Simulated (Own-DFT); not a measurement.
# A pressure from energies alone: monoclinic HfO2, 94 atoms (Hf32O62), with two O vacancies

All values are computed. Each geometry was run twice at fixed positions with Own-DFT, a retired in-house plane-wave program that no person has reviewed: with PBE, and with HSE06 (exact exchange share 0.25 at short range, screening 0.11 per bohr, Gygi-Baldereschi treatment of its divergence). Both used PseudoDojo norm-conserving files made for PBE, a cutoff of 48 hartree, the Gamma point alone, fixed occupations, a neutral cell and no spin. One k point on a cell 10.1 Å thick isn't converged, and results move with the size of the cell. The hafnium file keeps the 4f electrons in the core, and its forces lie about 75 meV/Å off all-electron values. The oxygen file's force components were 24 meV/Å off all-electron values in a glass.

Unstrained cell vectors in Å: (10.234, 0.000, 0.000); (0.000, 10.350, 0.000); (-1.696, 0.000, 10.445), volume V0 = 1106.4 Å³, from measured lattice constants. Each geometry has its own random strain of a few per cent, its own defect sites and random moves of rms u per axis. HSE06 gave the energy alone. D is its energy less that of PBE, over the lowest D shown. The PBE stress wasn't checked against mesh or cutoff.

```
run  V - V0 (Å³)   u (Å)  P with PBE (GPa)  D (eV)
  1        -11.0  0.0511              8.59   0.655
  2         -5.4  0.0276              5.31   0.538
  3        -30.6  0.0307             11.52   0.000
  4         41.1  0.0477             -3.56   1.932
  5         -4.2  0.0474              6.29   0.818
  6        -18.5  0.0477              8.86   0.631
  7         -0.4  0.0296              3.83   0.890
  8        -26.5  0.0507             11.26   0.428
  9         14.8  0.0307              0.19   1.229
 10         25.6  0.0522              0.26   1.522
 11         10.5  0.0517              3.97   1.237
 12         45.3  0.0497             -4.25   2.073
 13          3.1  0.0287              3.19       ?
```

## Worked fit

D = 0.70 + 0.0237 (V - V0) + 111 u² eV, with an error of 0.0011 on the volume slope, 34 on the last term and a scatter of 0.09 eV. Pressure is -dE/dV, and 1 eV/Å³ is 160.2 GPa, so HSE06 changes the pressure by -3.8 ± 0.2 GPa. With the ions held to the strained lattice, the PBE pressure falls by 245 ± 6 GPa per unit of volume strain; the shape of the strain isn't fitted, so the true error is larger, and a relaxed crystal would be softer. On that slope HSE06's volume at a given pressure is about 1.6 % smaller, or 0.5 % in lengths. At u = 0 and V0 the PBE pressure is 3.1 GPa, which puts the zero-pressure volume, against the measured cell and with the defects in, at +1.2 % for PBE and -0.3 % for HSE06, each good to a few tenths of a per cent.

## Check

Q: what D should run 13 give?

From the fit: 0.86 eV, with rows scattering by 0.09. DFT gave 0.879 eV.
